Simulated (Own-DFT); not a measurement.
Simulation results for GaN (wurtzite, atoms displaced)

A calculation, not a measurement: plane-wave PBE density functional theory by an unreviewed code, no spin, of a simulated periodic cell, stress positive in tension, free energy of the whole cell less one offset for each atom, forces on such cells passed a denser k mesh, this cell's mesh not checked; offsets are fitted by least squares, one for each functional and potential file, so energies compare only between cells with the same atoms and settings and are not formation energies; the far tail of each file's local potential was reset to the Coulomb form; each entry is a single point on an unrelaxed cell, so the pressure reflects the starting lattice, mostly measured values (interpolated for alloys), from which strain is counted, and rises with the displacements; printed positions are rounded, which can move forces by about a meV/angstrom; the program, named Own-DFT, is a retired in-house code; no spin-orbit coupling. Program: Own-DFT development build.

```xyz
96
Lattice="12.7560 0.0000 0.0000 -4.7835 8.2853 0.0000 0.0000 0.0000 10.3700" Properties=species:S:1:pos:R:3:force_x:R:1:force_y:R:1:force_z:R:1 formula=GaN functional=PBE potential_files=PseudoDojo_norm-conserving,scalar-relativistic,standard_set_with_the_stringent_files_for_Ga wave_cutoff=96 occupations=Gaussian smearing_width=0.01 k_mesh=3_x_4_x_3_centred_on_Gamma free_energy_of_cell_above_offsets=-10.489 pressure=5.37 stress_xx=-5.4 stress_yy=-4.8 stress_zz=-5.9 stress_yz=0.12 stress_xz=0.17 stress_xy=-0.25
Ga    -0.0097     1.8775    10.3502      0.277     -0.646      0.227
Ga     1.6033     0.9594     2.6080      -0.65     -0.901     -0.168
N     -0.0053     1.8390     1.9321       0.34      0.425      0.207
N      1.5793     0.8880     4.5494      0.189      0.564      0.117
Ga     0.0044     1.8478     5.1801     -0.156     -0.727      0.146
Ga     1.5803     0.9416     7.7856       0.31     -0.827     -0.553
N     -0.0145     1.8543     7.1478      0.255     -0.343      -0.21
N      1.6202     0.8967     9.7089     -0.679      0.464      0.359
Ga    -1.6213     4.6471    10.3600      0.033     -0.635      0.002
Ga     0.0067     3.7140     2.5637     -0.258     -0.294     -0.028
N     -1.6032     4.6241     1.9216      0.108     -0.102      0.575
N      0.0115     3.6331     4.5341     -0.161      0.873     -0.126
Ga    -1.5758     4.5705     5.2221     -0.207      0.611     -0.747
Ga    -0.0009     3.6603     7.7695     -0.218      0.532      0.319
N     -1.5935     4.6000     7.1420     -0.021     -0.284      0.259
N     -0.0305     3.6839     9.7310      0.351      0.384     -0.196
Ga    -3.1893     7.3688     0.0038     -0.295     -0.245      0.196
Ga    -1.5634     6.4808     2.5990     -1.113     -0.811      0.274
N     -3.2200     7.3388     1.9789      0.851      0.854     -0.472
N     -1.6193     6.4706     4.5551      0.716     -0.787     -0.132
Ga    -3.2069     7.3392     5.1583     -0.027      0.086      0.624
Ga    -1.6110     6.4236     7.7963      0.319      0.433     -0.465
N     -3.2010     7.3069     7.1394      0.204      1.077     -0.236
N     -1.6041     6.4488     9.7339       0.36      0.385      0.035
Ga     3.1677     1.8016     0.0002      0.491      0.503       -0.3
Ga     4.7362     0.9157     2.5561      0.874     -0.135       0.86
N      3.1780     1.8116     1.9429     -0.139      0.456      -0.17
N      4.8047     0.9379     4.5366     -0.537     -0.327     -0.241
Ga     3.1867     1.8085     5.2057      0.205      0.387     -0.356
Ga     4.7987     0.9374     7.7899     -0.032      -0.54     -0.686
N      3.2008     1.8549     7.1472     -0.412     -0.496      0.012
N      4.8068     0.9054     9.7054     -0.749     -0.213      0.512
Ga     1.6039     4.6116    10.3459     -0.147      -0.47      0.069
Ga     3.1724     3.6554     2.6090      0.439      0.365     -0.229
N      1.6187     4.5814     1.9247     -0.281      0.364      0.194
N      3.2083     3.6913     4.5351     -0.931     -0.584       0.34
Ga     1.5671     4.6029     5.2092      0.569      0.031     -0.575
Ga     3.1815     3.6603     7.7832      0.059      0.505     -0.105
N      1.5698     4.6118     7.1403      0.285      -0.65      0.122
N      3.2070     3.6763     9.7302     -0.709     -0.569      0.006
Ga     0.0246     7.3567     0.0043     -0.267     -0.211     -0.298
Ga     1.5978     6.4493     2.5654     -0.079     -0.399      0.691
N     -0.0212     7.3429     1.9612      0.711      0.456     -0.485
N      1.6046     6.4505     4.5588     -0.313     -0.245     -0.409
Ga     0.0037     7.3772     5.1969     -0.087      0.019     -0.449
Ga     1.5883     6.4095     7.7745     -0.002      0.889     -0.171
N     -0.0010     7.3548     7.1062     -0.148      0.101      0.984
N      1.6107     6.4254     9.7164     -0.118      0.366      0.313
Ga     6.3393     1.7942     0.0129      0.808      0.941     -0.124
Ga     8.0124     0.9157     2.5959     -0.833      0.043     -0.102
N      6.3440     1.8157     1.9472      0.424      0.054      0.191
N      7.9695     0.9207     4.5434      0.392      0.009     -0.037
Ga     6.3912     1.8396     5.1744     -0.217       0.26     -0.232
Ga     7.9861     0.9217     7.7815     -0.437      0.261     -0.122
N      6.3572     1.8356     7.0964      0.564      0.227       0.78
N      7.9708     0.9422     9.7328      0.082     -0.375       0.18
Ga     4.7429     4.5946    10.3684      0.828      0.081      0.111
Ga     6.3539     3.6934     2.5626      0.223     -0.342      0.497
N      4.7729     4.6153     1.9550     -0.287     -0.161     -0.072
N      6.3621     3.6824     4.5479      0.527       0.14     -0.238
Ga     4.7702     4.5938     5.1590      0.348      0.025      0.566
Ga     6.3768     3.7031     7.7803     -0.322     -0.523     -0.024
N      4.7580     4.5856     7.1489      0.157      0.363     -0.244
N      6.3756     3.6848     9.7385     -0.331     -0.316      0.084
Ga     3.2076     7.3669     0.0141     -0.177      0.143     -0.409
Ga     4.7837     6.4640     2.5806        0.3     -0.342      0.406
N      3.1825     7.3367     1.9606      0.109      0.644     -0.192
N      4.7580     6.4300     4.5666      0.469      0.331     -0.427
Ga     3.1980     7.3653     5.1848     -0.191      0.075      0.379
Ga     4.7821     6.4478     7.7828     -0.083     -0.204     -0.269
N      3.1837     7.3809     7.1707      0.006     -0.341     -0.438
N      4.7646     6.4278     9.7231      0.319      0.241      0.241
Ga     9.5969     1.8225    10.3570     -0.638      0.538       0.09
Ga    11.1846     0.9503     2.6029     -0.245     -0.595     -0.052
N      9.5698     1.8542     1.9436      0.223     -0.564     -0.022
N     11.1430     0.9074     4.5711      0.301      0.409     -0.374
Ga     9.5706     1.8637     5.1790     -0.207     -0.355      0.217
Ga    11.1651     0.9310     7.7913     -0.164     -0.328       0.03
N      9.5816     1.8543     7.1460     -0.126     -0.228     -0.103
N     11.1606     0.9115     9.7704      0.319      0.024      -0.72
Ga     7.9653     4.5723     0.0149     -0.122      0.589     -0.185
Ga     9.5690     3.6481     2.5705      0.204      0.836      0.409
N      7.9863     4.5774     1.9727      -0.25      0.233     -0.284
N      9.5638     3.6858     4.5507      0.379      0.019     -0.222
Ga     8.0021     4.5990     5.2164     -0.809      0.148      -0.58
Ga     9.5585     3.6717     7.7864     -0.032      0.278     -0.077
N      7.9581     4.5904     7.1460      0.302      0.142      0.032
N      9.5477     3.6929     9.7202      0.393     -0.283      0.258
Ga     6.3838     7.3500    10.3575      0.016     -0.225      0.073
Ga     7.9947     6.4357     2.5946     -0.697     -0.258      0.138
N      6.3874     7.3684     1.9383     -0.049      0.082      0.265
N      7.9557     6.4580     4.5444     -0.093     -0.458      0.068
Ga     6.3698     7.3699     5.1968     -0.165     -0.361     -0.124
Ga     7.9711     6.4436     7.7747     -0.122     -0.175     -0.355
N      6.3841     7.3680     7.1391     -0.186      0.128      0.193
N      7.9830     6.4660     9.6741     -0.125     -0.513      1.188
```

Units: wave_cutoff in hartree; smearing_width, free_energy_of_cell_above_offsets in eV; pressure, stress_xx, stress_yy, stress_zz, stress_yz, stress_xz, stress_xy in GPa; force_x, force_y, force_z in eV/Å.
